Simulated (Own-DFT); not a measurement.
# Response to strain: wurtzite AlN, 72 atoms (Al36N36)

All numbers below are calculated, not measured. The program, named Own-DFT, is a retired in-house plane-wave density functional code that no person has reviewed. Each row is one single-point run on a periodic cell that was not relaxed, without spin or spin-orbit coupling.

Settings of every run: PBE; PseudoDojo norm-conserving scalar-relativistic files; cutoff 42 hartree; 4 x 4 x 3 k mesh centred on Gamma; Gaussian smearing of 0.01 eV.

Known limits: k mesh not checked against a denser one; stress not checked against mesh or cutoff.

Unstrained cell vectors in Å: (9.336, 0.000, 0.000); (-4.668, 8.085, 0.000); (0.000, 0.000, 9.964). The unstrained cell has measured lattice constants (interpolated for alloys), not those of this functional. That, the random moves and any unrelaxed bonds set the pressure at no strain. Each run strains this cell uniformly, with the atoms carried along. Every atom was also moved at random, by a Gaussian of width 0.05 Å on each axis. Strain is the symmetric tensor, in per cent. Stress is positive in tension, and the pressure is minus a third of its trace.

| run | e_xx (%) | e_yy (%) | e_zz (%) | s_xx (GPa) | s_yy (GPa) | s_zz (GPa) | P (GPa) | E (meV/atom) |
|---|---|---|---|---|---|---|---|---|
| 1 | -0.75 | -0.75 | 0.00 | -10.74 | -10.92 | -5.26 | 8.98 | 16.7 |
| 2 | -1.00 | -1.00 | 0.00 | -11.09 | -10.06 | -8.83 | 9.99 | 13.1 |
| 3 | 2.25 | 2.25 | 0.00 | 6.45 | 5.55 | -2.72 | -3.09 | 0.0 |
| 4 | 3.00 | 3.00 | 0.00 | 8.80 | 8.33 | -0.83 | -5.43 | 18.9 |
| 5 | 1.50 | 1.50 | 0.00 | 2.74 | 3.24 | -5.45 | -0.17 | 4.7 |
| 6 | -1.25 | -1.25 | 0.00 | -13.51 | -13.55 | -7.22 | 11.43 | 22.3 |
| 7 | -0.25 | -0.25 | 0.00 | -5.70 | -7.64 | -6.66 | 6.67 | 5.1 |
| 8 | -2.50 | -2.50 | 0.00 | -21.34 | -25.20 | -7.62 | 18.05 | 51.6 |
| 9 | -2.25 | -2.25 | 0.00 | ? | ? | ? | ? | ? |

E is the free energy for each atom above the lowest run shown.

## Worked fit

The change of volume is close to e_xx + e_yy + e_zz. A straight line through the runs shown gives P = 6.39 - 208 x (fractional change of volume) GPa, with an error of 8 on the slope and a scatter of 0.80 GPa. The strain isn't the same on all axes and the cell isn't cubic, so the slope belongs to this path and is not the bulk modulus.

## Withheld run

Question: what pressure should run 9 give? Its volume changes by -4.45 %.

The line gives 15.6 GPa. The calculation gave 17.10 GPa.
